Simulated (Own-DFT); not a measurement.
Si36C35 (2H silicon carbide with one vacancy, atoms displaced) (calculated)

All values are calculated (Own-DFT development build). A calculation, not a measurement: plane-wave PBE density functional theory by an unreviewed code, no spin, of a simulated periodic cell, stress positive in tension, free energy of the whole cell less one offset for each atom, not probed for a lower state with spin; forces on such cells moved up to 12 meV/angstrom on a denser k mesh; offsets are fitted by least squares, one for each functional and potential file, so energies compare only between cells with the same atoms and settings and are not formation energies; the far tail of each file's local potential was reset to the Coulomb form; each entry is a single point on an unrelaxed cell, so the pressure reflects the starting lattice, mostly measured values (interpolated for alloys), from which strain is counted, and rises with the displacements; printed positions are rounded, which can move forces by about a meV/angstrom; the program, named Own-DFT, is a retired in-house code; no spin-orbit coupling; before rounding, a Quantum ESPRESSO 7.3.1 run of the same cell and cutoff gave forces within 1 meV/angstrom rms on each cell, which checks the program and not the settings.

```xyz
71
Lattice="9.2481 0.0000 0.0000 -4.6241 8.0091 0.0000 0.0000 0.0000 10.0681" Properties=species:S:1:pos:R:3 formula=Si36C35 functional=PBE potential_files=PseudoDojo_norm-conserving,scalar-relativistic,standard_set wave_cutoff=42 occupations=Fermi-Dirac smearing_width=0.1 k_mesh=4_x_4_x_3_centred_on_Gamma
Si     9.2310     0.0111     0.0878
Si     0.0014     1.7799     2.5394
C      9.2383     0.0142     1.9435
C      0.0120     1.7896     4.4311
Si     0.0053     0.0563     5.0566
Si     0.0072     1.7592     7.5996
C     -4.6168     8.0028     6.9882
C      0.0445     1.8035     9.3951
Si     7.6962     2.6170     0.0008
Si    -1.5420     4.4567     2.5126
C      7.7278     2.5943     1.8873
Si     7.7249     2.6254     5.0789
Si    -1.5341     4.4303     7.5681
C     -1.5050     2.7222     6.9178
C     -1.5125     4.3861     9.4623
Si    -3.0703     5.3447    10.0585
Si    -3.1412     7.1520     2.4806
C     -3.0804     5.3540     1.8320
C     -3.1122     7.1661     4.4227
Si    -3.0421     5.3319     5.0521
Si    -3.1178     7.1106     7.5066
C      6.1328     5.3149     6.9015
C     -3.0435     7.1069     9.4775
Si     3.1026     0.0467    10.0645
Si     3.1079     1.8146     2.5168
C      3.1490     0.0265     1.8507
C      3.0918     1.7234     4.3745
Si     3.0781     0.0236     5.0229
Si     3.0582     1.8022     7.6283
C     -1.5047     7.9903     6.9275
C      3.0676     1.8022     9.4452
Si     1.5204     2.6552     0.0041
Si     1.4820     4.4537     2.4657
C      1.5231     2.6671     1.8753
C      1.5673     4.4730     4.3887
Si     1.5218     2.6491     5.0283
Si     1.5132     4.4336     7.5011
C      1.5450     2.6616     6.9145
C      1.5376     4.3723     9.3935
Si     0.0016     5.3950     0.0278
Si     0.0131     7.0924     2.4719
C     -0.0135     5.4138     1.8754
C      0.0303     7.0620     4.3980
Si    -0.0206     5.2935     5.0087
Si     0.0119     7.0796     7.4881
C     -0.0324     5.3872     6.8545
C      0.0096     7.1363     9.4617
Si     6.1641     0.0377     0.0094
Si     6.1253     1.7469     2.5053
C      6.2320     0.0723     1.8727
C      6.1724     1.6977     4.3853
Si     6.1481     0.0082     5.0689
Si     6.1924     1.7773     7.6229
C      1.5135     7.9777     6.9329
C      6.1743     1.7225     9.4450
Si     4.6028     2.6580     0.0501
Si     4.5798     4.4322     2.5285
C      4.6292     2.6771     1.9306
C      4.5970     4.4529     4.4399
Si     4.6240     2.6210     5.0641
Si     4.6067     4.4546     7.5559
C      4.6252     2.6895     6.9045
C      4.6395     4.4024     9.4715
Si     3.0921     5.3801     0.0164
Si     3.0329     7.0900     2.4696
C      3.1129     5.3335     1.8586
C      3.0971     7.1630     4.3774
Si     3.0764     5.4184     5.0584
Si     3.1256     7.1173     7.5460
C      3.0506     5.3533     6.8854
C      3.0504     7.0666     9.4660
```

Units: wave_cutoff in hartree; smearing_width in eV.

## Withheld values
1. Give the missing stress xx for Si36C35 (2H silicon carbide with one vacancy, atoms displaced).
2. Give the table of force values for Si36C35 (2H silicon carbide with one vacancy, atoms displaced).

Calculated values
1. -0.39 GPa
2. 
Force:
```tsv
element	x (eV/Å)	y (eV/Å)	z (eV/Å)
Si	0.583	-0.411	-1.828
Si	-0.009	-0.086	0.128
C	-0.692	0.086	-0.603
C	-0.177	0.33	-0.472
Si	-0.558	-1.275	0.039
Si	0.168	0.71	-1.542
C	-0.402	0.697	-1.353
C	-1.255	-1.27	2.053
Si	0.806	0.57	0.02
Si	-0.183	-0.079	0.06
C	-0.764	1.212	0.264
Si	-0.68	0.498	-0.756
Si	-0.189	1.174	-0.062
C	-0.414	-1.949	1.004
C	-0.388	1.064	-0.145
Si	0.283	-0.665	-0.548
Si	2.089	-0.724	0.782
C	-0.622	-0.208	1.668
C	0.68	-0.714	-0.473
Si	-0.548	0.104	-0.952
Si	1.726	-0.355	1.276
C	0.549	0.364	1.118
C	-0.904	0.657	-0.753
Si	-0.171	-1.034	-0.354
Si	-0.685	-1.068	-0.138
C	-1.298	0.182	0.882
C	-0.266	1.532	0.577
Si	0.449	-1.451	0.091
Si	0.899	-0.535	-2.191
C	-1.141	0.765	0.047
C	0.278	-0.102	0.999
Si	0.386	0.444	-0.193
Si	1.094	0.251	0.727
C	0.172	0.039	0.393
C	-0.548	-0.884	-0.239
Si	1.306	0.719	-0.068
Si	0.038	0.487	0.358
C	-0.308	-0.316	0.046
C	0.044	2.016	0.881
Si	0.191	-1.461	-1.426
Si	0.294	2.078	1.229
C	0.303	-1.978	-0.214
C	-1.004	0.765	-0.464
Si	-0.221	0.111	-0.698
Si	-0.445	1.088	1.584
C	0.169	-1.999	1
C	-0.036	0.137	-0.935
Si	0.058	-1.846	-0.242
Si	1.283	1.116	0.834
C	-1.608	-2.046	-0.342
C	-0.29	1.951	0.48
Si	0.613	-1.325	-0.541
Si	-0.686	0.022	-2.132
C	1.416	0.997	0.309
C	-0.454	1.606	0.658
Si	0.447	0.096	-0.739
Si	1.458	0.846	0.427
C	-0.062	-0.027	-0.624
C	0.589	-0.464	-0.567
Si	0.063	0.721	-0.923
Si	-0.218	-0.318	-0.182
C	0.042	-0.779	1.534
C	-0.253	0.953	-0.485
Si	-0.311	-2.395	-1.007
Si	1.203	0.712	1.251
C	-1.465	-0.118	0.581
C	-0.335	-0.094	0.514
Si	0.292	-0.615	-1.059
Si	-1.574	-0.404	0.523
C	0.426	-0.069	1.325
C	0.77	1.969	-0.412
```

Further results for Si36C35 (2H silicon carbide with one vacancy, atoms displaced):

- free energy of cell above offsets: -5.442 eV
- pressure: 3.85 GPa
- stress yy: -4.03 GPa
- stress zz: -7.12 GPa
- stress yz: 0.58 GPa
- stress xz: -0.38 GPa
- stress xy: 0.47 GPa
